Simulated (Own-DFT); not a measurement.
# Device materials side by side: how hard are they to compress?

Source: density functional calculations with Own-DFT, an unreviewed in-house program that is no longer used. Nothing was measured or relaxed, and spin and spin-orbit coupling are left out.

Known weak points (not all hold for every row): forces on such cells moved up to 12 meV/angstrom on a denser k mesh; forces not confirmed at this smearing and k mesh; k mesh not checked against a denser one; forces on such cells passed a denser k mesh, each cell not checked; stress not checked against mesh or cutoff.

All runs are PBE with PseudoDojo norm-conserving files; cutoff and k mesh are each material's own. Every cell starts from measured lattice constants and was given uniform random strains and small random moves of its atoms. Each triple is the change of volume in per cent, the rms move u in Å and the pressure in GPa.

- wurtzite AlN (Al64N64), 10.45 Å³/atom unstrained: (-1.86, 0.051, 10.13); (-0.81, 0.048, 7.60); (-0.78, 0.056, 8.11); (0.03, 0.050, 5.44); (0.38, 0.053, 5.74); (0.79, 0.051, 4.25); (1.60, 0.050, 2.86)
- wurtzite GaN (Ga36N36), 11.42 Å³/atom unstrained: (-1.46, 0.047, 10.11); (-1.08, 0.048, 9.02); (-0.75, 0.050, 8.65); (-0.50, 0.056, 8.38); (-0.03, 0.050, 6.95); (-0.02, 0.048, 6.99); (1.53, 0.051, 4.09)
- diamond silicon (Si64), 20.02 Å³/atom unstrained: (-2.42, 0.052, 5.22); (-2.30, 0.049, 5.04); (-1.03, 0.050, 3.74); (0.91, 0.051, 1.69); (1.46, 0.045, 0.97); (2.61, 0.048, 0.23); (3.65, 0.055, -0.49)
- zincblende GaP (Ga32P32), 20.24 Å³/atom unstrained: (-1.21, 0.051, 4.55); (-1.01, 0.052, 4.59); (-0.98, 0.049, 4.25); (-0.11, 0.046, 3.26); (0.02, 0.052, 3.50); (0.60, 0.049, 2.91); (2.63, 0.053, 1.25)
- zincblende InP (In48P48), 25.27 Å³/atom unstrained: withheld
- grey tin (Sn64), 34.15 Å³/atom unstrained: (-3.42, 0.057, 5.94); (-2.48, 0.050, 5.25); (-1.59, 0.051, 4.70); (-1.50, 0.049, 4.44); (-0.60, 0.046, 3.97); (0.85, 0.054, 3.28); (2.04, 0.051, 2.69)

## What the rows give

Fit a line to each set against the fractional change of volume; B is minus its slope, and u is nearly the same within a set. To take it to zero pressure, assume that B rises by 4 GPa for each GPa: B0 = B - 4 x (mean pressure). The bond length of an ideal tetrahedral crystal with the unstrained volume v is d = (√3/4)(8 v)^(1/3). Cohen's empirical rule reads B0 = (1971 - 220 L) d^(-3.5) GPa, with L = 0 for group IV crystals and SiC and 1 for III-V compounds.

| material | L | d (Å) | B (GPa) | mean P (GPa) | B0 (GPa) | rule (GPa) |
|---|---|---|---|---|---|---|
| wurtzite AlN (Al64N64) | 1 | 1.893 | 212 ± 14 | 6.3 | 187 ± 14 | 188 |
| wurtzite GaN (Ga36N36) | 1 | 1.950 | 200 ± 9 | 7.7 | 169 ± 9 | 169 |
| diamond silicon (Si64) | 0 | 2.352 | 97 ± 4 | 2.3 | 88 ± 4 | 99 |
| zincblende GaP (Ga32P32) | 1 | 2.360 | 87 ± 6 | 3.5 | 73 ± 6 | 87 |
| zincblende InP (In48P48) | 1 | 2.541 | ? | ? | ? | 67 |
| grey tin (Sn64) | 0 | 2.810 | 59 ± 3 | 4.3 | 41 ± 3 | 53 |

A line through ln[B0/(1971 - 220 L)] against ln d has a slope of -4.2 ± 0.1 and a scatter of 2 %. Against the rule, B0 stands at 99 % for wurtzite AlN, 100 % for wurtzite GaN, 89 % for diamond silicon, 85 % for zincblende GaP, 78 % for grey tin. PBE tends to make silicon and heavier crystals too soft, and the rule itself is only a guide.

## The run left out

Question: what B0 does the fitted trend give for zincblende InP (In48P48)?

From the line: 55 GPa. Its own runs give B = 80 ± 3 GPa at a mean pressure of 4.1 GPa, so B0 = 64 GPa. It lies off the trend of the others.
